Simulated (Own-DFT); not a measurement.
TiSi2 (C49 TiSi2 crystal, atoms displaced) (calculated)

All values are calculated (Own-DFT development build). A calculation, not a measurement: plane-wave density functional theory by an unreviewed code, no spin, of a simulated periodic cell, stress positive in tension, run twice, with PBE and with PBEsol, both on files made for PBE, so the change isn't that of files made for PBEsol, forces on such cells moved up to 12 meV/angstrom on a denser k mesh; the far tail of each file's local potential was reset to the Coulomb form; each entry is a single point on an unrelaxed cell, so the pressure reflects the starting lattice, taken from the Materials Project, from which strain is counted, and rises with the displacements; printed positions are rounded, which can move forces by about a meV/angstrom; the program, named Own-DFT, is a retired in-house code; no spin-orbit coupling; stress was not checked against mesh or cutoff.

### TiSi2 (C49 TiSi2 crystal, atoms displaced)

```
CELL_PARAMETERS angstrom
5.29530 -6.75930 3.56520
7.06040 0.00000 -7.13030
5.29530 6.75930 3.56520
ATOMIC_POSITIONS crystal
Ti 0.93828 0.93777 0.16789
Ti 0.82012 0.91276 0.64483
Si 0.60820 0.92517 0.49930
Si 0.16934 0.86347 0.30624
Si 0.90257 0.02488 0.38660
Si 0.88499 0.79898 0.38208
Ti 0.96215 0.39450 0.16930
Ti 0.87014 0.37929 0.64218
Si 0.61125 0.45079 0.48922
Si 0.17831 0.38545 0.26932
Si 0.87260 0.52485 0.41545
Si 0.91457 0.26302 0.37927
Ti 0.76368 0.73384 0.95595
Ti 0.67290 0.67701 0.45127
Si 0.40165 0.70109 0.27676
Si 0.99858 0.66405 0.13530
Si 0.70737 0.79961 0.21647
Si 0.70248 0.56768 0.19942
Ti 0.53458 0.01172 0.74469
Ti 0.44606 0.95831 0.24273
Si 0.20508 0.98943 0.12517
Si 0.79301 0.98121 0.90190
Si 0.46590 0.09788 0.99166
Si 0.50814 0.85354 0.97153
Ti 0.74542 0.22217 0.96979
Ti 0.64640 0.18449 0.46778
Si 0.39801 0.24010 0.27602
Si 0.97487 0.18861 0.13086
Si 0.67770 0.31470 0.22087
Si 0.71831 0.06800 0.21038
Ti 0.55031 0.51022 0.76051
Ti 0.45762 0.46903 0.24981
Si 0.19114 0.51780 0.08895
Si 0.80205 0.47770 0.87736
Si 0.50736 0.60867 0.99640
Si 0.50932 0.35089 0.99950
Ti 0.35407 0.84138 0.53811
Ti 0.25102 0.77815 0.04096
Si 0.00355 0.83354 0.88083
Si 0.61322 0.79421 0.68852
Si 0.30981 0.91852 0.80051
Si 0.31325 0.66647 0.78902
Ti 0.37092 0.29981 0.53187
Ti 0.24144 0.29563 0.02150
Si 0.00116 0.32523 0.90619
Si 0.59546 0.27647 0.71312
Si 0.29507 0.39363 0.80950
Si 0.31004 0.18843 0.78739
Ti 0.14793 0.63763 0.34663
Ti 0.03985 0.58766 0.86416
Si 0.82732 0.62554 0.69866
Si 0.39583 0.56328 0.52937
Si 0.10716 0.73430 0.58799
Si 0.11535 0.44177 0.59543
Ti 0.15141 0.14605 0.32587
Ti 0.05322 0.08685 0.85376
Si 0.81105 0.12025 0.67507
Si 0.38123 0.06710 0.48269
Si 0.08301 0.20190 0.60514
Si 0.08735 0.98746 0.58781
```

| Property | Result |
| --- | --- |
| functional | PBE, then PBEsol |
| potential files | PseudoDojo norm-conserving, scalar-relativistic, standard set |
| wave cutoff | 42 hartree |
| occupations | cold (Marzari-Vanderbilt) |
| smearing width | 0.2 eV |
| k mesh | 4 x 4 x 4 centred on Gamma |
| PBE pressure | 11.73 GPa |
| PBE stress xx | -10.82 GPa |
| PBE stress yy | -9.11 GPa |
| PBE stress zz | -15.27 GPa |
| PBE stress yz | -1.98 GPa |
| PBE stress xz | 1.71 GPa |
| PBE stress xy | -0.04 GPa |
| PBEsol pressure | 8.42 GPa |
| PBEsol stress xx | -7.43 GPa |
| PBEsol stress yy | -5.56 GPa |
| PBEsol stress zz | -12.26 GPa |
| PBEsol stress yz | -2.01 GPa |
| PBEsol stress xz | 1.72 GPa |
| PBEsol stress xy | -0.03 GPa |
| rms change of force components from PBE to PBEsol | 0.032 eV/Å |

Force:
```csv
force element,PBE force x (eV/Å),PBE force y (eV/Å),PBE force z (eV/Å),PBEsol force x (eV/Å),PBEsol force y (eV/Å),PBEsol force z (eV/Å)
Ti,-2.519,-3.538,0.011,-2.466,-3.494,0.033
Ti,-1.523,-4.068,5.719,-1.529,-3.998,5.663
Si,-1.778,-2.685,-4.795,-1.755,-2.737,-4.808
Si,2.373,1.671,2.436,2.34,1.735,2.484
Si,2.414,1.84,0.243,2.409,1.819,0.247
Si,1.182,0.775,3.907,1.181,0.765,3.929
Ti,0.323,1.428,-8.822,0.321,1.366,-8.732
Ti,-1.368,2.01,0.78,-1.344,2.022,0.769
Si,-1.099,-0.209,2.85,-1.091,-0.262,2.862
Si,4.326,2.15,6.251,4.263,2.239,6.272
Si,0.554,-3.501,1.271,0.581,-3.452,1.277
Si,1.199,3.355,-0.239,1.226,3.299,-0.266
Ti,-1.636,0.613,0.701,-1.632,0.58,0.681
Ti,-0.387,2.537,-1.803,-0.382,2.509,-1.797
Si,2.513,0.653,-0.804,2.476,0.628,-0.816
Si,-1.706,0.113,-2.97,-1.683,0.146,-2.984
Si,-1.291,-0.752,-3.438,-1.302,-0.739,-3.469
Si,-0.44,-0.469,0.356,-0.455,-0.46,0.362
Ti,2.461,-0.486,-1.687,2.424,-0.514,-1.667
Ti,1.055,-0.642,0.528,1.037,-0.579,0.525
Si,0.736,-3.165,-6.492,0.737,-3.227,-6.519
Si,0.585,0.982,-0.398,0.573,1.028,-0.41
Si,1.887,-0.292,0.778,1.905,-0.273,0.8
Si,1.259,1.337,0.637,1.282,1.308,0.655
Ti,-0.363,-1.09,-0.224,-0.327,-1.102,-0.223
Ti,-1.842,-1.952,-0.502,-1.826,-1.909,-0.491
Si,-1.089,-0.643,1.866,-1.065,-0.659,1.857
Si,-4.425,-1.877,2.451,-4.391,-1.852,2.453
Si,0.132,-1.857,0.342,0.144,-1.821,0.331
Si,-1.983,2.056,-2.532,-2.021,2.011,-2.533
Ti,0.828,-0.755,-0.923,0.814,-0.773,-0.91
Ti,-0.689,0.208,-0.871,-0.69,0.218,-0.847
Si,2.01,-3.809,-3.301,1.973,-3.904,-3.329
Si,0.583,3.548,1.762,0.558,3.613,1.757
Si,0.095,0.35,0.07,0.073,0.347,0.081
Si,0.146,0.788,-0.909,0.137,0.77,-0.912
Ti,-2.204,1.283,2.238,-2.173,1.261,2.225
Ti,-1.763,-0.61,1.055,-1.737,-0.582,1.055
Si,0.764,-0.028,0.451,0.745,-0.056,0.486
Si,-1.949,3.431,4.855,-1.908,3.484,4.856
Si,-1.273,0.74,-1.047,-1.261,0.728,-1.081
Si,-0.331,0.712,-0.711,-0.325,0.703,-0.684
Ti,1.351,2.578,-2.053,1.353,2.526,-2.025
Ti,-0.379,2.3,5.016,-0.368,2.312,4.974
Si,-0.523,-0.547,-0.01,-0.501,-0.61,0.034
Si,-0.425,-0.363,0.773,-0.428,-0.335,0.752
Si,3.407,-2.614,-5.552,3.472,-2.567,-5.552
Si,-4.13,0.084,2.494,-4.178,0.062,2.505
Ti,-0.613,1.492,3.633,-0.607,1.434,3.586
Ti,-0.426,-2.596,1.075,-0.438,-2.528,1.096
Si,-0.179,-1.622,-3.326,-0.167,-1.686,-3.337
Si,-0.725,0.448,-2.311,-0.724,0.502,-2.311
Si,-0.204,0.952,0.549,-0.232,0.92,0.558
Si,0.746,-0.693,-1.291,0.725,-0.685,-1.322
Ti,-0.211,1.514,3.241,-0.218,1.509,3.203
Ti,-1.151,-0.203,1.027,-1.174,-0.199,0.989
Si,4.782,1.138,-2.488,4.726,1.086,-2.478
Si,1.729,-0.347,-0.595,1.709,-0.303,-0.595
Si,2.36,-1.386,-1.955,2.392,-1.344,-1.974
Si,-1.177,-0.285,2.684,-1.179,-0.281,2.714
```
